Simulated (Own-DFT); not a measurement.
# Strain and stress in wurtzite AlGaN with randomly placed atoms, 72 atoms (Al27Ga9N36)

Calculated results; nothing here was measured. The program, named Own-DFT, is a retired in-house plane-wave density functional code that no person has reviewed. Each row is one single-point run on a periodic cell that was not relaxed, without spin or spin-orbit coupling.

Settings of every run: PBE; PseudoDojo norm-conserving scalar-relativistic files; cutoff 42 hartree; 4 x 4 x 3 k mesh centred on Gamma; Fermi-Dirac smearing of 0.1 eV.

Known limits: forces on such cells passed a denser k mesh, each cell not checked; stress not checked against mesh or cutoff.

Unstrained cell vectors in Å: (9.394, 0.000, 0.000); (-4.697, 8.135, 0.000); (0.000, 0.000, 10.066). The unstrained cell has measured lattice constants (interpolated for alloys), not those of this functional. That, the random moves and any unrelaxed bonds set the pressure at no strain. Each run strains this cell uniformly, with the atoms carried along. Every atom was also moved at random, by a Gaussian of width 0.05 Å on each axis. The random placing of the alloy's atoms differs from row to row. Strain is the symmetric tensor, in per cent. Stress is positive in tension, and the pressure is minus a third of its trace.

```
run,e_xx (%),e_yy (%),e_zz (%),s_xx (GPa),s_yy (GPa),s_zz (GPa),P (GPa),E (meV/atom)
1,-2.75,-2.75,0.00,-21.87,-28.23,-11.06,20.38,73.3
2,-3.00,-3.00,0.00,-29.24,-24.41,-11.51,21.72,70.9
3,2.25,2.25,0.00,3.47,3.90,-3.09,-1.43,27.9
4,1.25,1.25,0.00,-1.55,0.62,-3.69,1.54,8.3
5,2.50,2.50,0.00,6.62,6.38,-4.12,-2.96,7.1
6,-1.50,-1.50,0.00,-14.89,-14.44,-9.63,12.99,21.5
7,-0.25,-0.25,0.00,-9.32,-9.96,-5.59,8.29,35.4
8,0.25,0.25,0.00,-5.66,-4.47,-5.30,5.14,0.0
9,1.00,1.00,0.00,?,?,?,?,?
```

E is the free energy for each atom above the lowest run shown.

## Worked fit

The change of volume is close to e_xx + e_yy + e_zz. A straight line through the runs shown gives P = 7.61 - 222 x (fractional change of volume) GPa, with an error of 10 on the slope and a scatter of 1.07 GPa. The strain isn't the same on all axes and the cell isn't cubic, so the slope belongs to this path and is not the bulk modulus.

## Withheld run

Question: what pressure should run 9 give? Its volume changes by 2.01 %.

The line gives 3.1 GPa. The calculation gave 2.54 GPa.
